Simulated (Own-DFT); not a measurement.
# Computed records: AlN (wurtzite, atoms displaced)

Computed with Own-DFT development build. A calculation, not a measurement: plane-wave PBE density functional theory by an unreviewed code, no spin, of a simulated periodic cell, stress positive in tension, free energy of the whole cell less one offset for each atom, forces on such cells passed a denser k mesh, this cell's mesh not checked; offsets are fitted by least squares, one for each functional and potential file, so energies compare only between cells with the same atoms and settings and are not formation energies; the far tail of each file's local potential was reset to the Coulomb form; each entry is a single point on an unrelaxed cell, so the pressure reflects the starting lattice, mostly measured values (interpolated for alloys), from which strain is counted, and rises with the displacements; printed positions are rounded, which can move forces by about a meV/angstrom; the program, named Own-DFT, is a retired in-house code; no spin-orbit coupling.

## AlN (wurtzite, atoms displaced)

```
cell vectors (Å)
  12.4480     0.0000     0.0000
  -6.2240    10.7803     0.0000
   0.0000     0.0000     9.9640
atoms (fractions of the cell vectors)
Al  0.08476  0.16823  0.00127
Al  0.16430  0.08119  0.25069
N   0.08426  0.16601  0.19206
N   0.16375  0.08209  0.44262
Al  0.08207  0.16701  0.50140
Al  0.16672  0.08110  0.75048
N   0.08399  0.16736  0.68732
N   0.16672  0.08530  0.94153
Al  0.08470  0.41862  0.99691
Al  0.16521  0.33372  0.25418
N   0.08439  0.41588  0.19016
N   0.16745  0.33328  0.44200
Al  0.07693  0.41231  0.49820
Al  0.16704  0.33224  0.74917
N   0.08459  0.42022  0.69196
N   0.16662  0.33351  0.94401
Al  0.08398  0.66983  0.00016
Al  0.16348  0.58206  0.25135
N   0.08237  0.66414  0.19262
N   0.16321  0.58209  0.44080
Al  0.08269  0.66830  0.49930
Al  0.16910  0.58723  0.74884
N   0.08146  0.66670  0.68988
N   0.16870  0.58188  0.94141
Al  0.07925  0.91474  0.99769
Al  0.16538  0.83253  0.25207
N   0.08401  0.91648  0.19078
N   0.16881  0.83237  0.44234
Al  0.08113  0.91789  0.49886
Al  0.16714  0.83338  0.75011
N   0.08366  0.91722  0.69172
N   0.16473  0.83500  0.93978
Al  0.33136  0.16727  0.99940
Al  0.41423  0.08098  0.25302
N   0.33317  0.16352  0.19196
N   0.41444  0.08135  0.44193
Al  0.33228  0.16583  0.49821
Al  0.41382  0.08170  0.74791
N   0.33323  0.16431  0.69261
N   0.41503  0.08313  0.94091
Al  0.33256  0.41686  0.99713
Al  0.41506  0.33232  0.25001
N   0.33494  0.41589  0.19516
N   0.41487  0.33331  0.44006
Al  0.33424  0.41592  0.50002
Al  0.41611  0.32993  0.75070
N   0.33189  0.41616  0.69345
N   0.41870  0.33753  0.93958
Al  0.33363  0.66767  0.00137
Al  0.42017  0.58583  0.24995
N   0.33164  0.66302  0.19074
N   0.41545  0.58471  0.43959
Al  0.33427  0.66481  0.50257
Al  0.41975  0.58566  0.74789
N   0.33326  0.66788  0.69058
N   0.41738  0.58153  0.94122
Al  0.33086  0.91358  0.99862
Al  0.41951  0.83435  0.24920
N   0.33480  0.91852  0.19052
N   0.41370  0.82999  0.43895
Al  0.33225  0.91652  0.50163
Al  0.41871  0.83326  0.74513
N   0.33490  0.91658  0.68989
N   0.41486  0.83232  0.93940
Al  0.58376  0.16650  0.00204
Al  0.66400  0.08401  0.25375
N   0.58193  0.16449  0.18969
N   0.66530  0.08153  0.43722
Al  0.58035  0.16393  0.50132
Al  0.66626  0.08466  0.74976
N   0.58093  0.16306  0.69235
N   0.66761  0.08335  0.94066
Al  0.58349  0.42046  0.00447
Al  0.67064  0.33725  0.24991
N   0.58321  0.41649  0.18886
N   0.66847  0.33295  0.44056
Al  0.58271  0.41422  0.50258
Al  0.66756  0.33342  0.75127
N   0.58388  0.41679  0.69309
N   0.66493  0.33585  0.93996
Al  0.58179  0.66545  0.99803
Al  0.66716  0.58373  0.24771
N   0.58157  0.66667  0.19026
N   0.66468  0.58200  0.44015
Al  0.58281  0.66388  0.50145
Al  0.66730  0.58332  0.75206
N   0.58412  0.66636  0.69197
N   0.66492  0.58431  0.93989
Al  0.58105  0.91372  0.00238
Al  0.66586  0.82955  0.24849
N   0.58166  0.91448  0.19054
N   0.66791  0.83469  0.44344
Al  0.58555  0.91833  0.50211
Al  0.66784  0.83545  0.75094
N   0.58131  0.91592  0.68999
N   0.66490  0.83447  0.94228
Al  0.83320  0.16779  0.00247
Al  0.91385  0.08058  0.25190
N   0.83160  0.16817  0.18985
N   0.91763  0.08229  0.43924
Al  0.83147  0.16536  0.50147
Al  0.91640  0.08281  0.75130
N   0.83379  0.16586  0.68909
N   0.91527  0.08321  0.93909
Al  0.83422  0.41654  0.00003
Al  0.91562  0.33450  0.24850
N   0.83340  0.41915  0.19193
N   0.91448  0.33251  0.44171
Al  0.83350  0.41785  0.49779
Al  0.91654  0.33226  0.75057
N   0.83120  0.41823  0.69070
N   0.91533  0.33170  0.93779
Al  0.83199  0.66827  0.99658
Al  0.91384  0.58076  0.24911
N   0.83372  0.66804  0.19007
N   0.91894  0.58322  0.43900
Al  0.83206  0.66478  0.50038
Al  0.91658  0.58337  0.75390
N   0.83371  0.66724  0.69426
N   0.91476  0.57983  0.94251
Al  0.83488  0.91742  0.99802
Al  0.91590  0.82859  0.25300
N   0.83292  0.91652  0.19553
N   0.91805  0.83339  0.44060
Al  0.83395  0.91933  0.50064
Al  0.91881  0.83589  0.75153
N   0.83101  0.91291  0.68845
N   0.91749  0.83486  0.94046
```

* functional: PBE
* potential files: PseudoDojo norm-conserving, scalar-relativistic, standard set
* wave cutoff: 42 hartree
* occupations: Fermi-Dirac
* smearing width: 0.1 eV
* hardware: one NVIDIA H100
* k mesh: 2 x 2 x 2 centred on Gamma
* free energy of cell above offsets: -62.407 eV
* pressure: 3.75 GPa
* stress xx: -3.61 GPa
* stress yy: -3.55 GPa
* stress zz: -4.1 GPa
* stress yz: 0.04 GPa
* stress xz: 0 GPa
* stress xy: -0.15 GPa
* wall time: 391.9 s

Force:
```csv
element,x (eV/Å),y (eV/Å),z (eV/Å)
Al,-0.405,-0.162,0.167
Al,0.303,0.325,-0.025
N,-0.627,-0.005,0.031
N,0.346,0.3,-0.218
Al,0.269,0.077,-0.555
Al,-0.363,0.632,-0.043
N,-0.062,-0.471,0.957
N,-0.197,-0.58,-0.248
Al,-0.084,-0.548,0.459
Al,0.695,-0.101,-0.667
N,-0.781,-0.026,-0.031
N,-0.49,-0.069,0.288
Al,0.972,1.069,0.531
Al,-0.524,0.41,0.258
N,0.025,-0.727,-0.153
N,-0.099,-0.149,-0.762
Al,0.367,-0.831,0.131
Al,0.882,0.01,0.013
N,-0.595,0.557,-0.484
N,0.434,-0.142,0.352
Al,0.527,-0.417,0.139
Al,-0.277,-0.567,0.165
N,0.167,0.23,0.38
N,-0.882,0.916,-0.324
Al,0.776,0.983,0.73
Al,0.6,0.046,-0.245
N,-0.368,-0.503,-0.112
N,-1.088,0.526,-0.094
Al,0.896,-0.417,0.307
Al,0.014,-0.046,-0.379
N,0.045,-0.168,-0.162
N,0.194,-0.386,0.005
Al,0.766,0.174,0.259
Al,0.361,0.334,-0.67
N,-0.582,0.478,0.036
N,0.097,0.322,0.132
Al,-0.299,0.019,0.283
Al,0.645,-0.061,0.887
N,-0.473,0.274,-0.659
N,0.099,-0.12,-0.19
Al,0.164,-0.004,0.891
Al,0.311,-0.25,-0.15
N,-0.587,0.259,-0.705
N,0.772,-0.293,0.356
Al,-0.58,0.393,0.162
Al,-0.221,0.696,0.005
N,0.655,0.107,-0.492
N,-0.025,-0.793,0.385
Al,0.368,-0.454,-0.066
Al,-0.921,-0.873,0.007
N,-0.135,0.666,0.092
N,0.884,-0.456,0.488
Al,-1.047,0.144,-0.788
Al,-0.509,-0.621,0.543
N,0.535,-0.161,0.075
N,-0.548,0.602,-0.35
Al,0.079,0.949,0.275
Al,-0.871,-0.761,0.177
N,-0.174,-0.898,-0.018
N,0.425,0.734,0.602
Al,0.577,-0.502,-0.378
Al,-0.628,0.016,0.807
N,-0.429,-0.254,0.232
N,0.212,0.003,-0.195
Al,-0.456,-0.014,-0.602
Al,0.496,-0.419,-1.293
N,-0.201,0.754,0.713
N,-0.087,0.364,1.247
Al,0.33,0.35,-0.157
Al,0.285,-0.442,0.417
N,-0.089,0.739,-0.419
N,-0.202,-0.172,0.042
Al,0.155,-0.674,-1.092
Al,-0.801,-1.182,-0.105
N,0.072,0.187,0.909
N,-0.566,-0.246,0.029
Al,-0.124,0.186,-0.263
Al,-0.356,-0.246,-0.043
N,-0.123,-0.191,-0.376
N,0.573,-0.264,0.611
Al,-0.201,0.386,0.213
Al,-0.345,-0.143,0.285
N,0.913,-0.154,-0.299
N,0.485,-0.165,-0.044
Al,-0.388,0.722,-0.155
Al,-0.128,-0.115,-0.365
N,0.097,0.288,-0.076
N,0.48,0.227,0.417
Al,-0.325,0.793,-0.338
Al,-0.361,0.87,0.605
N,0.58,0.459,0.23
N,-0.008,-0.525,-0.369
Al,-0.566,-0.853,-0.712
Al,-0.289,-0.475,-0.12
N,0.792,0.533,0.156
N,0.768,-0.317,-0.244
Al,-0.036,-0.387,-0.439
Al,0.187,0.738,-0.524
N,0.26,-0.292,0.588
N,-0.639,0.483,0.546
Al,0.215,0.03,-0.615
Al,0.153,-0.059,-0.479
N,-0.244,-0.059,0.241
N,0.401,0.161,0.438
Al,-0.476,-0.485,-0.173
Al,0.525,-0.167,0.193
N,0.395,-0.555,-0.48
N,-0.243,-0.459,-0.437
Al,0.124,-0.045,0.689
Al,-0.201,0.537,-0.561
N,0.742,-0.301,-0.115
N,0.106,0.36,0.698
Al,0.347,-0.474,0.349
Al,0.371,1.004,0.073
N,-0.021,-0.646,-0.341
N,-0.941,0.069,0.064
Al,0.152,0.217,0.223
Al,0.003,-0.135,-0.549
N,0.059,0.102,-0.251
N,-0.057,1.084,0.141
Al,-0.708,0.07,0.832
Al,-0.242,1.233,-0.361
N,0.385,-0.551,-0.95
N,-0.518,-0.42,0.398
Al,0.26,-0.783,-0.421
Al,-0.189,-0.538,-0.592
N,0.257,0.926,0.679
N,-0.425,-0.355,-0.113
```
